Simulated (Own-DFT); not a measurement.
# Response to strain: wurtzite AlN, 72 atoms (Al36N36)

Calculated results; nothing here was measured. The program, named Own-DFT, is a retired in-house plane-wave density functional code that no person has reviewed. Each row is one single-point run on a periodic cell that was not relaxed, without spin or spin-orbit coupling.

Settings of every run: PBE; PseudoDojo norm-conserving scalar-relativistic files; cutoff 42 hartree; 4 x 4 x 3 k mesh centred on Gamma; Gaussian smearing of 0.01 eV.

Known limits: k mesh not checked against a denser one; stress not checked against mesh or cutoff.

Unstrained cell vectors in Å: (9.336, 0.000, 0.000); (-4.668, 8.085, 0.000); (0.000, 0.000, 9.964). The unstrained cell has measured lattice constants (interpolated for alloys), not those of this functional. That, the random moves and any unrelaxed bonds set the pressure at no strain. Each run strains this cell uniformly, with the atoms carried along. Every atom was also moved at random, by a Gaussian of width 0.05 Å on each axis. Strain is the symmetric tensor, in per cent. Stress is positive in tension, and the pressure is minus a third of its trace.

| run | e_xx (%) | e_yy (%) | e_zz (%) | e_yz (%) | e_xz (%) | e_xy (%) | s_xx (GPa) | s_yy (GPa) | s_zz (GPa) | s_yz (GPa) | s_xz (GPa) | s_xy (GPa) | P (GPa) | E (meV/atom) |
|---|---|---|---|---|---|---|---|---|---|---|---|---|---|---|
| 1 | 0.19 | 0.71 | 1.34 | -0.85 | -1.55 | -0.46 | -1.22 | -2.30 | 1.04 | -1.81 | -3.53 | -1.05 | 0.83 | 0.7 |
| 2 | 1.52 | 1.14 | 0.02 | -1.83 | -0.23 | -0.18 | 3.03 | 0.35 | -4.70 | -4.15 | -0.65 | 0.27 | 0.44 | 10.0 |
| 3 | 1.74 | 0.78 | 1.47 | 1.66 | -1.06 | 0.44 | 3.38 | -1.97 | 4.78 | 4.92 | -3.09 | 0.68 | -2.06 | 9.3 |
| 4 | -1.11 | -0.69 | -1.23 | 1.64 | -1.46 | -1.11 | -14.11 | -10.23 | -14.14 | 3.89 | -5.00 | -4.11 | 12.83 | 36.2 |
| 5 | -1.96 | 1.82 | -1.85 | 0.37 | 1.40 | -0.76 | -16.94 | -2.23 | -11.68 | 0.83 | 4.72 | -3.27 | 10.28 | 41.8 |
| 6 | 1.38 | -1.08 | 1.60 | 0.03 | -0.02 | 0.10 | 1.20 | -9.10 | 1.23 | 0.05 | 0.03 | 0.86 | 2.23 | 9.0 |
| 7 | -0.20 | -1.87 | -1.13 | -0.14 | 0.09 | 0.18 | -10.76 | -15.43 | -12.10 | -0.91 | 1.49 | 1.71 | 12.77 | 19.2 |
| 8 | -0.17 | 1.34 | 1.46 | -0.09 | 0.94 | 0.26 | -3.29 | 1.42 | 0.72 | -0.66 | 2.12 | 1.13 | 0.38 | 0.4 |
| 9 | 1.21 | -1.32 | 0.99 | 0.12 | -0.86 | 0.39 | -1.18 | -9.11 | -1.42 | -0.08 | -2.12 | 1.01 | 3.90 | 8.9 |
| 10 | -0.88 | -1.54 | 1.66 | 1.33 | -0.78 | 0.17 | -8.29 | -14.64 | -0.59 | 3.48 | -1.07 | -0.27 | 7.84 | 21.3 |
| 11 | -1.00 | 0.28 | -1.21 | 1.72 | 1.85 | 0.13 | -10.75 | -6.12 | -12.34 | 5.65 | 4.26 | 0.22 | 9.74 | 19.1 |
| 12 | 0.70 | 1.60 | -0.82 | 0.45 | 1.89 | -0.45 | -4.21 | 2.82 | -8.22 | 0.39 | 6.60 | -0.20 | 3.20 | 12.5 |
| 13 | -0.47 | -1.70 | -1.88 | 1.08 | 1.66 | -0.70 | -9.94 | -17.71 | -19.57 | 4.18 | 5.03 | -4.24 | 15.74 | 52.2 |
| 14 | -1.97 | 1.38 | 0.33 | 1.80 | -1.29 | 0.08 | -14.80 | -0.98 | -4.60 | 4.39 | -3.57 | 0.36 | 6.79 | 23.4 |
| 15 | -1.85 | 1.43 | 0.97 | 1.12 | -1.15 | -0.70 | -13.77 | -0.23 | -0.50 | 2.80 | -1.23 | -4.16 | 4.83 | 10.5 |
| 16 | -0.46 | -0.69 | -0.96 | -1.93 | -0.92 | 1.49 | -9.91 | -10.74 | -10.91 | -5.56 | -0.58 | 7.42 | 10.52 | 31.7 |
| 17 | 0.98 | 0.86 | -1.61 | 0.72 | 0.40 | 0.91 | -2.86 | -2.81 | -7.88 | 2.74 | 0.18 | 3.43 | 4.52 | 0.0 |
| 18 | 1.95 | -1.14 | 0.97 | 0.71 | -0.77 | 1.02 | ? | ? | ? | ? | ? | ? | ? | ? |

E is the free energy for each atom above the lowest run shown.

## Worked fit

Each stress component was fitted by least squares to a constant and the strains of the runs shown, as fractions, with shears doubled. Shear strains stay in the fit of a normal stress only where such slopes are resolved. The slopes, in GPa:

| stress | at no strain | per e_xx | per e_yy | per e_zz | scatter |
|---|---|---|---|---|---|
| s_xx | -6.1 | 469 ± 27 | 58 ± 24 | 124 ± 24 | 1.24 |
| s_yy | -6.4 | 93 ± 25 | 474 ± 23 | 65 ± 23 | 1.20 |
| s_zz | -5.8 | 93 ± 35 | 136 ± 32 | 444 ± 32 | 1.65 |

Each shear stress against twice its own strain: yz 139 ± 9, xz 141 ± 12, xy 200 ± 18 GPa. These are stiffnesses along x, y and z of the frame in which the cell vectors are given, which need not be the crystal's axes. The atoms are held to the strained lattice; where symmetry lets them move under strain, relaxing them would lower some slopes. The table should be nearly symmetric about its diagonal, and what it lacks of that shows the noise. A ninth of its sum, 217 ± 5 GPa, estimates the bulk modulus near the mean pressure of these runs, 6.2 GPa, so it lies above the value at zero pressure.

## Withheld run

Question: what normal stresses and pressure should run 18 give?

The fit gives s_xx = 3.6, s_yy = -9.3, s_zz = -1.2 and P = 2.3 GPa. The calculation gave 1.07, -11.24, 1.86 and P = 2.77 GPa.
